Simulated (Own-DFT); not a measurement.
# Shaking the atoms of monoclinic HfO2, 96 atoms (Hf32O64)

These are calculations, not measurements. The program, named Own-DFT, is a retired in-house plane-wave density functional code that no person has reviewed. Each row is one single-point run on a periodic cell that was not relaxed, without spin or spin-orbit coupling.

Settings of every run: PBE; PseudoDojo norm-conserving scalar-relativistic files; cutoff 72 hartree; 2 x 2 x 2 k mesh centred on Gamma; Fermi-Dirac smearing of 0.1 eV.

Known limits, some of them of some rows only: some atoms lie very close together; hafnium file: forces about 75 meV/angstrom off all-electron values; oxygen file: force components 24 meV/angstrom off all-electron in a glass; forces on such cells passed a denser k mesh, each cell not checked; stress not checked against mesh or cutoff.

Cell vectors in Å: (10.234, 0.000, 0.000); (0.000, 10.350, 0.000); (-1.696, 0.000, 10.445). In each run every atom was moved at random and independently from its ideal site; u is the rms move along one axis. E is the free energy for each atom above the fitted value at u = 0, and F the rms of the force components.

```
run,u (Å),E (meV/atom),F (eV/Å),largest force (eV/Å),P (GPa)
1,0.0194,11.2,0.468,1.62,4.26
2,0.0195,9.6,0.442,1.53,4.09
3,0.0214,13.1,0.520,2.77,4.22
4,0.0469,59.1,1.076,4.14,5.69
5,0.0525,74.5,1.277,4.62,6.45
6,0.0535,74.2,1.178,4.71,5.35
7,0.0778,?,?,?,?
8,0.0781,159.1,1.830,6.73,8.76
9,0.0799,195.4,2.194,9.42,9.98
10,0.1257,370.4,3.114,17.35,16.64
11,0.1505,593.2,4.238,21.74,22.83
```

## Worked fit

For small independent moves the energy grows as E = (3/2) K u², with K the mean stiffness felt by one atom. The runs with u up to 0.11 Å give K = 18.3 ± 0.6 eV/Å², with residuals divided by u² + 0.0006 Å², since the noise grows with the moves. The scatter is 4.7 meV/atom at u = 0.05 Å. The forces follow F = G u with G = 24.0 eV/Å²; no force at u = 0 is resolved. G exceeds K because the moves of its neighbours add to the force on an atom, and stiffness differs between atoms. At u = 0.151 Å the parabola gives 622 meV/atom and the run 593. The pressure follows P = 3.71 + 888 u² GPa: at fixed volume, shortened bonds push harder than stretched ones pull.

## Withheld run

Question: what energy and rms force should run 7 give?

The fit gives 166 ± 12 meV/atom and about 1.87 eV/Å. The calculation gave 176.1 meV/atom and 2.080 eV/Å.
